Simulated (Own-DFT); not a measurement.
# Computed records: SiC (2H silicon carbide, strained, atoms displaced)

All values are calculated (Own-DFT development build). A calculation, not a measurement: plane-wave PBE density functional theory by an unreviewed code, no spin, of a simulated periodic cell, stress positive in tension, free energy of the whole cell less one offset for each atom, forces on such cells passed a denser k mesh, this cell's mesh not checked; offsets are fitted by least squares, one for each functional and potential file, so energies compare only between cells with the same atoms and settings and are not formation energies; the far tail of each file's local potential was reset to the Coulomb form; each entry is a single point on an unrelaxed cell, so the pressure reflects the starting lattice, mostly measured values (interpolated for alloys), from which strain is counted, and rises with the displacements; printed positions are rounded, which can move forces by about a meV/angstrom; the program, named Own-DFT, is a retired in-house code; no spin-orbit coupling.

```cif
# cell vector a (Å): 9.2334 -0.0614 0.1549
# cell vector b (Å): -4.6698 8.0864 -0.2348
# cell vector c (Å): 0.1686 -0.1978 9.9726
data_SiC
_symmetry_space_group_name_H-M 'P 1'
_symmetry_Int_Tables_number 1
_cell_length_a 9.2349
_cell_length_b 9.3409
_cell_length_c 9.9760
_cell_angle_alpha 92.909
_cell_angle_beta 88.063
_cell_angle_gamma 120.400
_cell_volume 741.25
loop_
_atom_site_label
_atom_site_type_symbol
_atom_site_fract_x
_atom_site_fract_y
_atom_site_fract_z
_atom_site_occupancy
Si1 Si 0.01243 0.00543 0.99430 1
Si2 Si 0.11486 0.22252 0.24605 1
C1 C 0.00690 0.99929 0.19092 1
C2 C 0.11785 0.22159 0.43854 1
Si3 Si 0.01292 0.00608 0.49178 1
Si4 Si 0.11523 0.22777 0.75472 1
C3 C 0.99926 0.00441 0.68761 1
C4 C 0.10962 0.21645 0.94103 1
Si5 Si 0.99317 0.32297 0.00280 1
Si6 Si 0.10708 0.55177 0.24439 1
C5 C 0.00314 0.33539 0.19058 1
C6 C 0.10819 0.54827 0.43562 1
Si7 Si 0.99555 0.32787 0.50017 1
Si8 Si 0.10400 0.55180 0.75573 1
C7 C 0.99267 0.33723 0.69162 1
C8 C 0.11162 0.55454 0.93330 1
Si9 Si 0.00006 0.66657 0.99658 1
Si10 Si 0.10595 0.88277 0.24450 1
C9 C 0.99855 0.65799 0.18264 1
C10 C 0.10823 0.88601 0.43555 1
Si11 Si 0.00055 0.65996 0.49896 1
Si12 Si 0.11428 0.89489 0.74271 1
C11 C 0.99198 0.66660 0.68346 1
C12 C 0.11147 0.89447 0.93317 1
Si13 Si 0.33008 0.99261 0.00032 1
Si14 Si 0.44005 0.21452 0.25023 1
C13 C 0.33488 0.98987 0.18419 1
C14 C 0.44572 0.21901 0.43542 1
Si15 Si 0.33100 0.99277 0.50353 1
Si16 Si 0.45712 0.22884 0.75342 1
C15 C 0.33704 0.00466 0.68149 1
C16 C 0.44057 0.20887 0.93011 1
Si17 Si 0.32237 0.33089 0.99599 1
Si18 Si 0.45363 0.55825 0.24758 1
C17 C 0.32861 0.33154 0.18410 1
C18 C 0.44732 0.56769 0.43136 1
Si19 Si 0.33163 0.32713 0.50643 1
Si20 Si 0.43773 0.54285 0.74834 1
C19 C 0.33672 0.33379 0.68536 1
C20 C 0.45410 0.56139 0.93104 1
Si21 Si 0.33798 0.66899 0.00330 1
Si22 Si 0.43371 0.88584 0.25234 1
C21 C 0.32214 0.66558 0.18856 1
C22 C 0.44497 0.87815 0.43118 1
Si23 Si 0.32594 0.65841 0.50233 1
Si24 Si 0.44100 0.88884 0.74836 1
C23 C 0.32916 0.66288 0.68493 1
C24 C 0.43647 0.89077 0.93035 1
Si25 Si 0.67309 0.99692 0.99294 1
Si26 Si 0.76831 0.21744 0.24737 1
C25 C 0.67247 0.00136 0.18656 1
C26 C 0.78150 0.22439 0.43383 1
Si27 Si 0.67683 0.01409 0.49575 1
Si28 Si 0.77131 0.22429 0.75837 1
C27 C 0.67829 0.00793 0.68199 1
C28 C 0.77979 0.22257 0.93640 1
Si29 Si 0.67895 0.34351 0.00554 1
Si30 Si 0.76864 0.55123 0.24510 1
C29 C 0.66577 0.32740 0.18952 1
C30 C 0.78199 0.56201 0.43536 1
Si31 Si 0.67556 0.33398 0.49559 1
Si32 Si 0.77450 0.55763 0.75103 1
C31 C 0.67608 0.33454 0.67858 1
C32 C 0.78220 0.56539 0.94623 1
Si33 Si 0.66892 0.66827 0.00224 1
Si34 Si 0.79070 0.89417 0.24116 1
C33 C 0.65674 0.67073 0.19462 1
C34 C 0.78629 0.88195 0.43391 1
Si35 Si 0.66165 0.66572 0.49467 1
Si36 Si 0.77187 0.87661 0.74899 1
C35 C 0.67571 0.67182 0.68025 1
C36 C 0.77140 0.88218 0.93937 1
_calc_functional 'PBE'
_calc_potential_files 'PseudoDojo norm-conserving, scalar-relativistic, standard set'
_calc_wave_cutoff 42  # hartree
_calc_occupations 'Fermi-Dirac'
_calc_smearing_width 0.1  # eV
_calc_hardware 'one NVIDIA H100'
_calc_k_mesh '4 x 4 x 3 centred on Gamma'
_calc_free_energy_of_cell_above_offsets '-5.141'  # eV
_calc_pressure 6.54  # GPa
_calc_stress_xx -4.4  # GPa
_calc_stress_yy -1.65  # GPa
_calc_stress_zz -13.58  # GPa
_calc_stress_yz -6.75  # GPa
_calc_stress_xz 5.26  # GPa
_calc_stress_xy -2.74  # GPa
_calc_wall_time 354.6  # s
```

Force:
| element | x (eV/Å) | y (eV/Å) | z (eV/Å) |
| --- | --- | --- | --- |
| Si | -2.114 | -1.501 | 1.244 |
| Si | -0.968 | 0.271 | 1.301 |
| C | 0.371 | 0.571 | -2.227 |
| C | -1.014 | 0.455 | -0.54 |
| Si | -2.026 | -1.398 | 1.659 |
| Si | -1.322 | -0.939 | -1.538 |
| C | 0.807 | -0.009 | -0.013 |
| C | -1.154 | 0.961 | -0.841 |
| Si | 0.452 | 2.024 | -0.29 |
| Si | -0.258 | 0.243 | 1.333 |
| C | -0.565 | -1.97 | -0.699 |
| C | -0.134 | -0.149 | -0.092 |
| Si | 1 | 0.913 | 0.277 |
| Si | 0.051 | 1.372 | -2.529 |
| C | 1.483 | -1.064 | -0.248 |
| C | 0.27 | -0.671 | 2.344 |
| Si | 1.061 | 0.991 | 0.004 |
| Si | 1.253 | -0.255 | 1.011 |
| C | -1.428 | 0.592 | 0.286 |
| C | 1.874 | -0.687 | -0.192 |
| Si | -0.991 | 1.09 | -0.662 |
| Si | -0.67 | -0.312 | 0.028 |
| C | 1.551 | 0.299 | 1.572 |
| C | 1.415 | -1.7 | 0.06 |
| Si | -0.504 | 1.228 | -0.822 |
| Si | -0.526 | 0.304 | -0.71 |
| C | -1.913 | 1.248 | 0.33 |
| C | 0.21 | -0.173 | 0.892 |
| Si | 0.486 | 0.42 | -2.811 |
| Si | -0.775 | -0.97 | -2.418 |
| C | 0.294 | -0.259 | 1.922 |
| C | -0.026 | 2.221 | 2.808 |
| Si | 3.197 | 0.925 | 0.307 |
| Si | -4.618 | -1.424 | 0.781 |
| C | 1.899 | 0.448 | -0.004 |
| C | 0.623 | -2.793 | 1.366 |
| Si | 0.666 | 1.506 | -2.768 |
| Si | 0.081 | 3.726 | -0.99 |
| C | 0.323 | -1.404 | 1.749 |
| C | -1.071 | -1.525 | 1.578 |
| Si | -0.958 | 0.15 | -1.45 |
| Si | 2.564 | -0.44 | -0.887 |
| C | 2.507 | 0.003 | -0.58 |
| C | -0.755 | 1.359 | 2.291 |
| Si | 0.184 | 1.179 | -1.247 |
| Si | 0.853 | 0.154 | -1.735 |
| C | 0.225 | -0.319 | 1.276 |
| C | 2.693 | -1.14 | 1.407 |
| Si | -2.978 | 0.696 | 1.228 |
| Si | 2.046 | 0.557 | 0.087 |
| C | -0.678 | -0.978 | -0.693 |
| C | 0.004 | -0.276 | -0.374 |
| Si | 0.503 | -3.317 | -0.289 |
| Si | 1.455 | -0.348 | -2.72 |
| C | -1.257 | -1.237 | 1.549 |
| C | -0.383 | -0.376 | 1.62 |
| Si | -1.602 | -1.729 | -1.166 |
| Si | 0.881 | 0.897 | 1.158 |
| C | -1.123 | 0.521 | -0.252 |
| C | -0.159 | -1.813 | -0.411 |
| Si | -1.816 | 0.97 | -0.73 |
| Si | 0.454 | 0.126 | -0.77 |
| C | -1.296 | 0.387 | 2.443 |
| C | 0.172 | -1.799 | -1.572 |
| Si | -1.104 | 0.217 | 0.501 |
| Si | -2.372 | -0.378 | 2.372 |
| C | 4.099 | 0.511 | -2.858 |
| C | -1.137 | 2.154 | -0.329 |
| Si | 1.163 | 0.897 | -0.054 |
| Si | -0.084 | 3.247 | -0.551 |
| C | -1.528 | -2.893 | 0.933 |
| C | 2.143 | 0.415 | -0.652 |
